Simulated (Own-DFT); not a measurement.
# Computed records: GaN (wurtzite, strained, atoms displaced)

A calculation, not a measurement: plane-wave PBE density functional theory by an unreviewed code, no spin, of a simulated periodic cell, stress positive in tension, free energy of the whole cell less one offset for each atom, forces on such cells passed a denser k mesh, this cell's mesh not checked; offsets are fitted by least squares, one for each functional and potential file, so energies compare only between cells with the same atoms and settings and are not formation energies; the far tail of each file's local potential was reset to the Coulomb form; each entry is a single point on an unrelaxed cell, so the pressure reflects the starting lattice, mostly measured values (interpolated for alloys), from which strain is counted, and rises with the displacements; printed positions are rounded, which can move forces by about a meV/angstrom; the program, named Own-DFT, is a retired in-house code; no spin-orbit coupling. Program: Own-DFT development build.

Entry: GaN (wurtzite, strained, atoms displaced)

```xyz
96
Lattice="12.7560 0.0000 0.0000 -4.7835 8.2853 0.0000 0.0000 0.0000 10.6033" Properties=species:S:1:pos:R:3 GaN
Ga     0.1122     1.7382    10.5872
Ga     1.5694     0.9453     2.6195
N      0.0374     1.8537     2.0335
N      1.6580     0.8983     4.6609
Ga    -0.0366     1.8516     5.3170
Ga     1.5718     0.9897     8.0319
N     -0.0094     1.8531     7.3326
N      1.6737     0.8808     9.9875
Ga    -1.6552     4.5679     0.0816
Ga    -0.0068     3.6872     2.6912
N     -1.5454     4.6399     2.0107
N      0.0195     3.6610     4.6741
Ga    -1.6656     4.6366     5.2743
Ga    -0.0467     3.6108     8.0223
N     -1.6717     4.6312     7.2839
N      0.0047     3.7241     9.9130
Ga    -3.1827     7.3371    10.4993
Ga    -1.5475     6.4198     2.7475
N     -3.1239     7.4609     1.9090
N     -1.5988     6.4863     4.5915
Ga    -3.2520     7.3416     5.2950
Ga    -1.5895     6.4814     7.9596
N     -3.1450     7.3529     7.3090
N     -1.6133     6.5333    10.0730
Ga     3.1880     1.8401     0.0253
Ga     4.7918     0.8901     2.6448
N      3.2037     1.8242     1.9337
N      4.8159     0.9155     4.6915
Ga     3.2329     1.9318     5.2391
Ga     4.8725     0.9270     7.9720
N      3.1806     1.8103     7.3307
N      4.7673     0.8780     9.9557
Ga     1.6432     4.5970     0.0472
Ga     3.1161     3.7121     2.6124
N      1.5907     4.6575     2.0072
N      3.1498     3.6721     4.6641
Ga     1.5833     4.6316     5.3149
Ga     3.1617     3.6757     7.9721
N      1.5019     4.5503     7.3020
N      3.2021     3.6824     9.9943
Ga    -0.0032     7.3257    10.5458
Ga     1.6188     6.4589     2.6753
N     -0.0141     7.3821     1.9597
N      1.6311     6.3943     4.6642
Ga    -0.0193     7.3341     5.2945
Ga     1.7048     6.4221     7.9026
N      0.1517     7.3555     7.2842
N      1.6456     6.4894    10.0053
Ga     6.3776     1.8700    10.5330
Ga     7.9888     0.8808     2.7253
N      6.4216     1.8693     2.0312
N      8.0474     0.9389     4.7179
Ga     6.4012     1.7891     5.2522
Ga     7.9479     0.9444     7.9437
N      6.3594     1.8339     7.3113
N      7.9745     0.9345     9.8926
Ga     4.8193     4.6160    10.5682
Ga     6.3351     3.6592     2.7372
N      4.8882     4.6449     2.0350
N      6.3244     3.7045     4.6906
Ga     4.7608     4.6524     5.2673
Ga     6.4206     3.7543     7.9948
N      4.8056     4.5271     7.2508
N      6.3547     3.7130    10.0009
Ga     3.1369     7.4252     0.0209
Ga     4.7967     6.4552     2.6835
N      3.2584     7.2413     1.9056
N      4.7921     6.4367     4.5957
Ga     3.1552     7.3597     5.3450
Ga     4.7879     6.3281     7.9325
N      3.2007     7.4074     7.2962
N      4.7267     6.4024     9.9392
Ga     9.5801     1.8486    10.5545
Ga    11.1886     0.9800     2.5959
N      9.5921     1.8785     2.0119
N     11.0908     0.9287     4.7851
Ga     9.5219     1.9505     5.1807
Ga    11.2061     0.9076     7.9350
N      9.6021     1.7446     7.1891
N     11.2077     0.9918    10.0559
Ga     7.9979     4.5804    10.5896
Ga     9.5298     3.7163     2.6448
N      8.0209     4.5694     2.0331
N      9.6081     3.6551     4.6577
Ga     8.0054     4.5438     5.2390
Ga     9.5727     3.6615     7.9222
N      8.0135     4.6247     7.2373
N      9.6247     3.6241    10.0246
Ga     6.4026     7.3550     0.0134
Ga     7.9716     6.5347     2.6655
N      6.3841     7.3720     2.0103
N      7.9844     6.4556     4.6284
Ga     6.3794     7.3379     5.2699
Ga     8.0685     6.4909     8.0446
N      6.3177     7.2919     7.3382
N      7.9896     6.3657     9.9803
```

| Property | Result |
| --- | --- |
| functional | PBE |
| potential files | PseudoDojo norm-conserving, scalar-relativistic, standard set with the stringent files for Ga |
| wave cutoff | 96 hartree |
| occupations | Gaussian |
| smearing width | 0.01 eV |
| k mesh | 3 x 4 x 3 centred on Gamma |
| free energy of cell above offsets | -6.029 eV |
| pressure | 2.52 GPa |
| stress xx | -5.26 GPa |
| stress yy | -5.01 GPa |
| stress zz | 2.72 GPa |
| stress yz | 0.36 GPa |
| stress xz | -0.48 GPa |
| stress xy | -0.04 GPa |

Force:
```tsv
element	x (eV/Å)	y (eV/Å)	z (eV/Å)
Ga	-0.981	2.067	0.906
Ga	1.239	-0.493	0.97
N	-0.387	0.603	-0.909
N	-0.922	0.463	-0.271
Ga	0.719	-0.637	0.05
Ga	0.992	-0.709	-1.113
N	0.242	-0.638	-0.395
N	-0.788	0.305	-1.013
Ga	1.732	0.972	-0.489
Ga	0.33	0.064	-0.051
N	-0.672	-0.641	0.52
N	-0.797	0.756	-0.305
Ga	1.63	-0.017	0.872
Ga	-0.36	1.669	-0.709
N	1.116	-0.05	-0.043
N	0.107	-0.648	1.532
Ga	-0.544	0.388	2.303
Ga	-0.581	1.205	-2.66
N	-0.745	-1.503	0.791
N	-0.34	-0.705	1.765
Ga	1.111	1.06	0.474
Ga	1.303	-0.375	0.462
N	-0.563	1.055	-0.079
N	0.591	-2.618	-2.308
Ga	1.072	-0.033	-0.309
Ga	0.096	0.513	-0.04
N	-0.11	0.815	1.235
N	-0.367	-0.334	-1.002
Ga	-0.501	-2.1	1.562
Ga	-1.659	-0.438	-0.005
N	0.424	0.358	-0.335
N	0.508	0.843	-0.221
Ga	-0.814	0.705	-0.591
Ga	1.714	-0.422	0.333
N	-0.534	-0.667	-0.024
N	0.401	1.516	-1.033
Ga	-0.212	-1.262	0.652
Ga	0.017	-0.5	-0.157
N	1.197	0.454	-0.035
N	0.104	-0.172	-0.575
Ga	0.732	0.526	1.101
Ga	-0.324	0.448	-0.515
N	0.764	-0.584	0.664
N	-0.51	1.205	-0.605
Ga	0.555	0.52	0.655
Ga	-0.999	-0.526	1.26
N	-1.812	-0.048	-0.029
N	-0.865	-1.131	-1.265
Ga	-0.226	-0.692	1.206
Ga	0.229	0.083	-1.075
N	-0.197	-0.93	-0.442
N	-1.607	-0.961	-1.3
Ga	-0.236	0.974	1.217
Ga	0.873	0.047	-0.457
N	1.04	1.17	-0.535
N	0.191	0.4	0.521
Ga	-0.935	0.254	1.617
Ga	0.947	0.322	-0.64
N	-1.632	-0.598	-0.689
N	0.978	-0.72	-0.235
Ga	-0.199	-0.785	0.426
Ga	0.043	-0.92	-0.779
N	-0.717	0.396	0.255
N	1.114	-0.314	-1.197
Ga	1.19	-0.435	-0.599
Ga	0.505	-0.381	-0.687
N	-0.929	1.832	1.729
N	-0.537	0.599	0.895
Ga	1.054	0.184	-0.01
Ga	-0.399	1.148	0.628
N	0.703	-0.978	-0.285
N	0.783	1.083	-0.252
Ga	-0.337	-0.934	1.267
Ga	-0.399	-0.65	1.01
N	-0.496	-0.54	-0.157
N	1.12	-0.137	-1.9
Ga	1.35	-2.598	2.365
Ga	-1.241	-0.692	0.2
N	-0.52	1.418	1.22
N	0.045	-1.605	-1.427
Ga	0.033	-0.765	1.378
Ga	1.339	-0.441	0.017
N	-1.439	1.34	-0.484
N	-0.704	2.132	-1.515
Ga	-0.937	0.961	0.749
Ga	-0.191	-0.768	0.122
N	-0.248	-0.027	0.742
N	-1.256	1.151	-1.625
Ga	-0.932	-0.057	-0.051
Ga	1.131	-0.822	-0.795
N	-0.046	0.569	-0.292
N	-0.399	-0.754	-0.085
Ga	-0.344	0.442	1.083
Ga	-1.46	-0.852	-1.443
N	1.752	0.504	-0.316
N	-0.169	1.085	-0.393
```
